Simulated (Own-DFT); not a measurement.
# Response to strain: grey tin, 64 atoms (Sn64)

All numbers below are calculated, not measured. They come from Own-DFT, an in-house plane-wave density functional program, since retired, whose code no person has reviewed. Each row is one single-point run on a periodic cell that was not relaxed, without spin or spin-orbit coupling.

Settings of every run: PBE; PseudoDojo norm-conserving scalar-relativistic files; cutoff 42 hartree; 3 x 3 x 3 k mesh centred on Gamma; cold (Marzari-Vanderbilt) smearing of 0.2 eV.

Known limits: forces on such cells moved up to 12 meV/angstrom on a denser k mesh; stress not checked against mesh or cutoff.

Unstrained cell vectors in Å: (12.978, 0.000, 0.000); (0.000, 12.978, 0.000); (0.000, 0.000, 12.978). The unstrained cell has measured lattice constants (interpolated for alloys), not those of this functional. That, the random moves and any unrelaxed bonds set the pressure at no strain. Each run strains this cell uniformly, with the atoms carried along. Every atom was also moved at random, by a Gaussian of width 0.05 Å on each axis. Strain is the symmetric tensor, in per cent. Stress is positive in tension, and the pressure is minus a third of its trace.

| run | e_xx (%) | e_yy (%) | e_zz (%) | s_xx (GPa) | s_yy (GPa) | s_zz (GPa) | P (GPa) | E (meV/atom) |
|---|---|---|---|---|---|---|---|---|
| 1 | 0.75 | 0.75 | 0.00 | -2.78 | -2.83 | -3.08 | 2.90 | 3.6 |
| 2 | -1.00 | -1.00 | 0.00 | -4.71 | -4.75 | -4.48 | 4.65 | 23.1 |
| 3 | 0.75 | 0.75 | 0.00 | -2.74 | -2.79 | -3.03 | 2.85 | 0.0 |
| 4 | -0.50 | -0.50 | 0.00 | -4.18 | -4.15 | -4.02 | 4.12 | 15.9 |
| 5 | -1.50 | -1.50 | 0.00 | -5.43 | -5.44 | -4.91 | 5.26 | 36.9 |
| 6 | -2.50 | -2.50 | 0.00 | -6.94 | -6.85 | -6.10 | 6.63 | 71.8 |
| 7 | -2.50 | -2.50 | 0.00 | -6.87 | -6.83 | -6.11 | 6.60 | 69.9 |
| 8 | 0.25 | 0.25 | 0.00 | -3.43 | -3.40 | -3.54 | 3.45 | 17.5 |
| 9 | -1.00 | -1.00 | 0.00 | -4.71 | -4.76 | -4.44 | 4.63 | 20.5 |
| 10 | -1.50 | -1.50 | 0.00 | -5.46 | -5.51 | -5.12 | 5.36 | 46.1 |
| 11 | 0.25 | 0.25 | 0.00 | -3.37 | -3.41 | -3.40 | 3.39 | 10.9 |
| 12 | -0.50 | -0.50 | 0.00 | -4.16 | -4.25 | -4.12 | 4.17 | 20.8 |
| 13 | -2.00 | -2.00 | 0.00 | ? | ? | ? | ? | ? |

E is the free energy for each atom above the lowest run shown.

## Worked fit

The change of volume is close to e_xx + e_yy + e_zz. A straight line through the runs shown gives P = 3.65 - 57 x (fractional change of volume) GPa, with an error of 2 on the slope and a scatter of 0.11 GPa. The strain isn't the same on all axes, but the crystal is cubic, so the slope still estimates the bulk modulus, averaged over pressures from 2.9 to 6.6 GPa.

## Withheld run

Question: what pressure should run 13 give? Its volume changes by -3.96 %.

The line gives 5.9 GPa. The calculation gave 5.95 GPa.
